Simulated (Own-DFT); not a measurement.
# One host, several defects: D0_22 TiAl3

Everything here is calculated. The program is Own-DFT (plane waves, in-house, since retired, never reviewed by a person); positions were held fixed, and spin and spin-orbit coupling were off.

Common settings: PBE; PseudoDojo norm-conserving scalar-relativistic files; cutoff 42 hartree; 4 x 4 x 4 k mesh centred on Gamma; cold (Marzari-Vanderbilt) smearing of 0.2 eV.

Known weak points: forces on such cells failed a check on a denser k mesh; stress not checked against mesh or cutoff.

All runs share one cell, with vectors in Å (-2.365, -6.981, 4.326); (-7.667, 3.491, 1.442); (-2.950, -3.488, -7.241) and a volume of 625.4 Å³. Atoms were moved at random from their sites; u is the rms move along one axis. The defect's site can differ from row to row.

| cell | formula | u (Å) | P (GPa) |
|---|---|---|---|
| no defect | Al30Ti10 | 0.0182 | 1.95 |
| no defect | Al30Ti10 | 0.0196 | 1.98 |
| no defect | Al30Ti10 | 0.0532 | 2.80 |
| two Ti on an Al site each | Al28Ti12 | 0.0312 | 3.36 |
| two Ti on an Al site each | Al28Ti12 | 0.0443 | 3.44 |
| two Ti on an Al site each | Al28Ti12 | 0.0456 | 3.74 |
| two Al on a Ti site each | Al32Ti8 | 0.0271 | 2.88 |
| two Al on a Ti site each | Al32Ti8 | 0.0284 | 2.94 |
| two Al on a Ti site each | Al32Ti8 | 0.0490 | ? |
| two Al on a Ti site each | Al32Ti8 | 0.0498 | 3.28 |
| two Al vacancies | Al28Ti10 | 0.0283 | 1.24 |
| two Al vacancies | Al28Ti10 | 0.0319 | 1.30 |
| two Al vacancies | Al28Ti10 | 0.0503 | 1.80 |

## Fit

P = P0 + c u² + a shift for each defect gives P0 = 1.89 GPa, c = 299 ± 32 GPa/Å² and a scatter of 0.09 GPa. The shifts, and each times the cell's volume:

- two Ti on an Al site each: 1.13 ± 0.08 GPa, 4.4 eV (2.2 eV for each of its 2 sites)
- two Al on a Ti site each: 0.74 ± 0.08 GPa, 2.9 eV (1.4 eV for each of its 2 sites)
- two Al vacancies: -0.88 ± 0.08 GPa, -3.4 eV (-1.7 eV for each of its 2 sites)

Against the defect-free cell, a freed cell would be larger where the shift is positive and smaller where it is negative (160.2 GPa Å³ is 1 eV). The atoms around the defects weren't relaxed, which would change these numbers.

## Test on the hidden row

Question: what pressure belongs in the blank (two Al on a Ti site each, u = 0.0490 Å)?

From the fit: 3.35 ± 0.11 GPa. The calculation gave 3.39 GPa.
